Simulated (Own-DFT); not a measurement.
AlGa$_{3}$N$_{4}$ (wurtzite random alloy, atoms displaced) (calculated)

Computed with Own-DFT development build. A calculation, not a measurement: plane-wave density functional theory by an unreviewed code, no spin, of a simulated periodic cell, stress positive in tension, run twice, with PBE and with PBEsol, both on files made for PBE, so the change isn't that of files made for PBEsol, forces on such cells passed a denser k mesh, this cell's mesh not checked; the far tail of each file's local potential was reset to the Coulomb form; each entry is a single point on an unrelaxed cell, so the pressure reflects the starting lattice, mostly measured values (interpolated for alloys), from which strain is counted, and rises with the displacements; printed positions are rounded, which can move forces by about a meV/angstrom; the program, named Own-DFT, is a retired in-house code; no spin-orbit coupling; stress was not checked against mesh or cutoff.

Entry: AlGa$_{3}$N$_{4}$ (wurtzite random alloy, atoms displaced)

```xyz
72
Lattice="9.5092 0.0000 0.0000 -4.7546 8.2353 0.0000 0.0000 0.0000 10.2685" Properties=species:S:1:pos:R:3 AlGa3N4
Al     0.0336     1.7705     0.0355
Ga     1.5566     0.8430     2.5508
N      0.0591     1.8929     1.9149
N      1.5816     0.9628     4.3128
Ga    -0.1219     1.7639     5.1776
Ga     1.5499     0.9170     7.7308
N      0.0228     1.8823     6.9675
N      1.6564     0.9162     9.6488
Ga    -1.6264     4.4284    10.2595
Ga     0.0751     3.6321     2.4672
N     -1.5287     4.4782     1.8874
N     -0.1735     3.6281     4.3843
Ga    -1.6700     4.5314     5.2056
Ga     0.0107     3.6469     7.7161
N     -1.5469     4.5764     7.2445
N     -0.0507     3.7793     9.5039
Al    -3.3816     7.3766    10.2228
Ga    -1.5577     6.5694     2.6373
N     -3.1022     7.2889     1.9101
N     -1.5965     6.4501     4.4424
Ga    -3.1860     7.3888     5.2077
Ga    -1.4562     6.3623     7.7143
N     -3.1660     7.3438     7.0638
N     -1.6438     6.3523     9.7237
Ga     3.2074     1.9081    10.1662
Ga     4.8225     1.0961     2.4038
N      3.1941     1.9233     2.0633
N      4.7723     0.8819     4.4105
Ga     3.2235     1.7290     5.2588
Ga     4.7735     1.0480     7.5478
N      3.1657     1.8289     7.0114
N      4.6865     0.8640     9.7246
Al     1.6695     4.4241    10.2578
Al     3.1342     3.6029     2.6703
N      1.5645     4.5090     1.9817
N      3.1968     3.7201     4.6279
Ga     1.7072     4.6541     5.1895
Ga     3.0872     3.4809     7.7657
N      1.6002     4.5890     7.0327
N      3.1189     3.5142     9.5831
Ga     0.0258     7.2445    10.2485
Ga     1.5487     6.4809     2.5179
N      0.1941     7.4373     1.8810
N      1.5523     6.4246     4.5861
Ga    -0.0380     7.0952     5.2274
Ga     1.5869     6.2302     7.7165
N      0.1670     7.3311     7.1209
N      1.5542     6.2861     9.6612
Ga     6.2486     1.7698    10.1948
Ga     7.8318     0.8968     2.5681
N      6.1483     1.8872     1.9716
N      7.8952     0.8951     4.5544
Ga     6.2699     1.8772     5.1542
Al     7.8912     0.9443     7.7992
N      6.2098     1.9418     7.0823
N      7.7695     0.7532     9.6971
Al     4.7373     4.5904    10.0834
Al     6.4234     3.5867     2.7291
N      4.7769     4.6300     1.9874
N      6.2834     3.5747     4.4086
Ga     4.9014     4.5849     5.1190
Al     6.3658     3.5993     7.6612
N      4.7478     4.6554     7.0062
N      6.2065     3.6987     9.7005
Ga     3.1299     7.4111     0.0282
Ga     4.7853     6.4163     2.5535
N      3.1559     7.2124     1.8845
N      4.8576     6.3164     4.6589
Ga     3.1599     7.2956     5.2737
Al     4.7443     6.5265     7.5988
N      3.1699     7.2795     7.2096
N      4.7786     6.3827     9.5233
```

It was run with functional PBE, then PBEsol, potential files PseudoDojo norm-conserving, scalar-relativistic, standard set, wave cutoff 42 hartree, occupations Fermi-Dirac, smearing width 0.1 eV and k mesh 4 x 4 x 3 centred on Gamma.

Results for AlGa$_{3}$N$_{4}$ (wurtzite random alloy, atoms displaced): PBE pressure 11.16 GPa; PBE stress xx -9.64 GPa; PBE stress yy -11.67 GPa; PBE stress zz -12.17 GPa; PBE stress yz -0.04 GPa; PBE stress xz 0.39 GPa; PBE stress xy 0.31 GPa; PBEsol pressure 6.22 GPa; PBEsol stress xx -4.72 GPa; PBEsol stress yy -6.73 GPa; PBEsol stress zz -7.22 GPa; PBEsol stress yz -0.05 GPa; PBEsol stress xz 0.39 GPa; PBEsol stress xy 0.26 GPa; rms change of force components from PBE to PBEsol 0.085 eV/Å.

Force:
| force element | PBE force x (eV/Å) | PBE force y (eV/Å) | PBE force z (eV/Å) | PBEsol force x (eV/Å) | PBEsol force y (eV/Å) | PBEsol force z (eV/Å) |
| --- | --- | --- | --- | --- | --- | --- |
| Al | -0.452 | 1.206 | -0.411 | -0.479 | 1.21 | -0.446 |
| Ga | 1.116 | 1.179 | -2.182 | 1.095 | 1.158 | -2.092 |
| N | -1.495 | -3.14 | -1.719 | -1.443 | -3.052 | -1.513 |
| N | -0.405 | -0.387 | 5.455 | -0.394 | -0.407 | 5.348 |
| Ga | 2.247 | 1.795 | -3.431 | 2.19 | 1.766 | -3.356 |
| Ga | 0.321 | -0.397 | -0.574 | 0.347 | -0.382 | -0.575 |
| N | -1.261 | -1.369 | 3.778 | -1.146 | -1.29 | 3.65 |
| N | -2.58 | -0.014 | 0.2 | -2.402 | 0.086 | 0.082 |
| Ga | -0.721 | 2.408 | 0.799 | -0.686 | 2.379 | 0.778 |
| Ga | -2.113 | 1.031 | 1.927 | -2.077 | 1.01 | 1.896 |
| N | -1.439 | 0.612 | 1.287 | -1.286 | 0.617 | 1.189 |
| N | 1.243 | 0.009 | 2.182 | 1.192 | -0.001 | 2.137 |
| Ga | 1.254 | 0.3 | -1.109 | 1.251 | 0.28 | -1.114 |
| Ga | 0.817 | 0.159 | -2.005 | 0.792 | 0.189 | -1.953 |
| N | -1.834 | -1.309 | -2.564 | -1.654 | -1.197 | -2.561 |
| N | 2.218 | -3.151 | 3.286 | 2.046 | -3.053 | 3.126 |
| Al | 3.895 | -1.724 | 0.712 | 3.881 | -1.698 | 0.721 |
| Ga | 1.691 | -1.872 | -2.923 | 1.626 | -1.817 | -2.833 |
| N | -1.741 | 0.813 | -1.556 | -1.694 | 0.811 | -1.369 |
| N | -1.018 | -1.206 | 2.786 | -0.978 | -1.167 | 2.732 |
| Ga | 0.565 | 0.482 | -2.069 | 0.554 | 0.453 | -2.026 |
| Ga | -1.143 | 1.851 | 2.055 | -1.103 | 1.786 | 2.018 |
| N | 0.561 | 0.1 | 1.218 | 0.675 | 0.192 | 1.114 |
| N | -0.628 | 0.915 | -0.879 | -0.505 | 0.838 | -0.908 |
| Ga | 0.118 | -4.527 | 4.184 | 0.118 | -4.441 | 4.051 |
| Ga | -7.502 | -5.648 | 3.908 | -7.336 | -5.54 | 3.832 |
| N | -1.452 | -1.056 | -2.447 | -1.391 | -1.248 | -2.468 |
| N | -0.228 | -0.423 | 1.78 | -0.228 | -0.367 | 1.764 |
| Ga | -0.62 | 1.004 | -5.913 | -0.601 | 0.997 | -5.769 |
| Ga | -1.661 | -3.87 | 2.876 | -1.621 | -3.771 | 2.795 |
| N | -1.113 | -1.455 | 2.91 | -1.071 | -1.415 | 2.843 |
| N | 0.431 | 0.067 | -2.336 | 0.439 | 0.092 | -2.267 |
| Al | -2.122 | 2.156 | 1.156 | -2.134 | 2.136 | 1.151 |
| Al | 0.873 | 2.407 | 0.449 | 0.869 | 2.44 | 0.477 |
| N | 2.854 | 1.22 | -1.757 | 2.651 | 1.237 | -1.648 |
| N | 0.717 | -1.501 | -1.596 | 0.698 | -1.445 | -1.435 |
| Ga | -1.573 | -1.612 | -1.778 | -1.502 | -1.557 | -1.704 |
| Ga | 1.019 | 3.838 | -2.883 | 0.983 | 3.731 | -2.826 |
| N | -0.164 | -2.961 | 1.028 | -0.163 | -2.879 | 1.013 |
| N | 0.735 | 5.156 | 0.205 | 0.768 | 4.858 | 0.075 |
| Ga | -1.434 | -0.51 | -0.024 | -1.387 | -0.49 | -0.01 |
| Ga | 1.093 | -2.779 | 1.74 | 1.067 | -2.693 | 1.685 |
| N | -3.457 | 0.411 | 0.16 | -3.378 | 0.39 | 0.151 |
| N | 1.45 | -0.056 | -1.44 | 1.412 | -0.076 | -1.382 |
| Ga | 0.41 | 2.948 | -0.808 | 0.423 | 2.883 | -0.797 |
| Ga | 0.878 | 2.794 | 1.911 | 0.852 | 2.746 | 1.858 |
| N | -1.926 | 0.46 | -0.139 | -1.911 | 0.404 | -0.165 |
| N | 1.444 | -0.791 | 0.168 | 1.392 | -0.626 | 0.113 |
| Ga | -0.307 | 1.76 | 1.569 | -0.322 | 1.696 | 1.555 |
| Ga | 0.52 | 0.234 | -0.039 | 0.502 | 0.217 | -0.021 |
| N | 9.854 | 4.124 | -2.85 | 9.617 | 3.868 | -2.838 |
| N | -1.287 | -0.976 | -0.522 | -1.244 | -0.943 | -0.505 |
| Ga | -0.084 | -2.256 | -1.019 | -0.094 | -2.201 | -1.001 |
| Al | -0.119 | -0.91 | -1.333 | -0.138 | -0.89 | -1.354 |
| N | 4.455 | -0.646 | -0.199 | 4.229 | -0.81 | -0.317 |
| N | 2.14 | 6.547 | -2.706 | 2.003 | 6.332 | -2.521 |
| Al | -1.087 | 0.877 | 2.634 | -1.146 | 0.875 | 2.636 |
| Al | -0.309 | 2.057 | -6.338 | -0.289 | 2.059 | -6.36 |
| N | -0.381 | -2.066 | -0.89 | -0.367 | -1.899 | -0.834 |
| N | 1.252 | 0.823 | 3.833 | 1.195 | 0.805 | 4.083 |
| Ga | -2.629 | -1.482 | 0.585 | -2.596 | -1.445 | 0.591 |
| Al | -1.414 | 3.968 | 1.747 | -1.409 | 3.972 | 1.745 |
| N | 0.919 | -1.046 | 2.561 | 0.84 | -1.089 | 2.406 |
| N | 1.493 | -2.502 | -2.658 | 1.673 | -2.577 | -2.559 |
| Ga | -0.034 | -6.804 | 0.149 | -0.071 | -6.638 | 0.152 |
| Ga | 0.16 | -0.768 | 1.011 | 0.16 | -0.774 | 0.976 |
| N | 0.999 | 2.068 | 1.309 | 0.965 | 2.041 | 1.273 |
| N | -1.417 | 3.297 | -2.003 | -1.375 | 3.219 | -1.951 |
| Ga | 0.162 | -0.198 | -1.09 | 0.135 | -0.196 | -1.054 |
| Al | 1.063 | -2.683 | 0.945 | 1.067 | -2.678 | 0.921 |
| N | -0.589 | 2.473 | -0.476 | -0.753 | 2.384 | -0.582 |
| N | -1.23 | 0.547 | 0.162 | -1.337 | 0.595 | 0.176 |
